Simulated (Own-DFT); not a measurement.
# What random displacements cost in 4H SiC, 32 atoms (C16Si16)

Calculated results; nothing here was measured. They come from Own-DFT, an in-house plane-wave density functional program, since retired, whose code no person has reviewed. Each row is one single-point run on a periodic cell that was not relaxed, without spin or spin-orbit coupling.

Settings of every run: PBE; PseudoDojo norm-conserving scalar-relativistic files; cutoff 42 hartree; 5 x 5 x 3 k mesh centred on Gamma; Fermi-Dirac smearing of 0.1 eV.

Known limits: forces on such cells passed a denser k mesh, each cell not checked; stress not checked against mesh or cutoff.

Cell vectors in Å: (6.165, 0.000, 0.000); (-3.083, 5.339, 0.000); (0.000, 0.000, 10.068). In each run every atom was moved at random and independently from its ideal site; u is the rms move along one axis. E is the free energy for each atom above the fitted value at u = 0, and F the rms of the force components.

| run | u (Å) | E (meV/atom) | F (eV/Å) | largest force (eV/Å) | P (GPa) |
|---|---|---|---|---|---|
| 1 | 0.0295 | 32.0 | 0.774 | 2.39 | 3.62 |
| 2 | 0.0341 | ? | ? | ? | ? |
| 3 | 0.0520 | 94.9 | 1.385 | 4.77 | 5.15 |
| 4 | 0.0549 | 105.8 | 1.531 | 4.35 | 5.41 |
| 5 | 0.0867 | 296.9 | 2.657 | 8.81 | 10.37 |
| 6 | 0.0983 | 350.0 | 2.870 | 7.74 | 12.15 |
| 7 | 0.1051 | 379.4 | 3.148 | 9.59 | 11.82 |

## Worked fit

For small independent moves the energy grows as E = (3/2) K u², with K the mean stiffness felt by one atom. The runs with u up to 0.11 Å give K = 24.1 ± 0.8 eV/Å², with residuals divided by u² + 0.0006 Å², since the noise grows with the moves. The scatter is 5.9 meV/atom at u = 0.05 Å. The forces follow F = G u with G = 28.5 eV/Å²; no force at u = 0 is resolved. G exceeds K because the moves of its neighbours add to the force on an atom, and stiffness differs between atoms. The pressure follows P = 2.90 + 893 u² GPa: at fixed volume, shortened bonds push harder than stretched ones pull.

## Withheld run

Question: what energy and rms force should run 2 give?

The fit gives 42 ± 4 meV/atom and about 0.97 eV/Å. The calculation gave 47.3 meV/atom and 0.940 eV/Å.
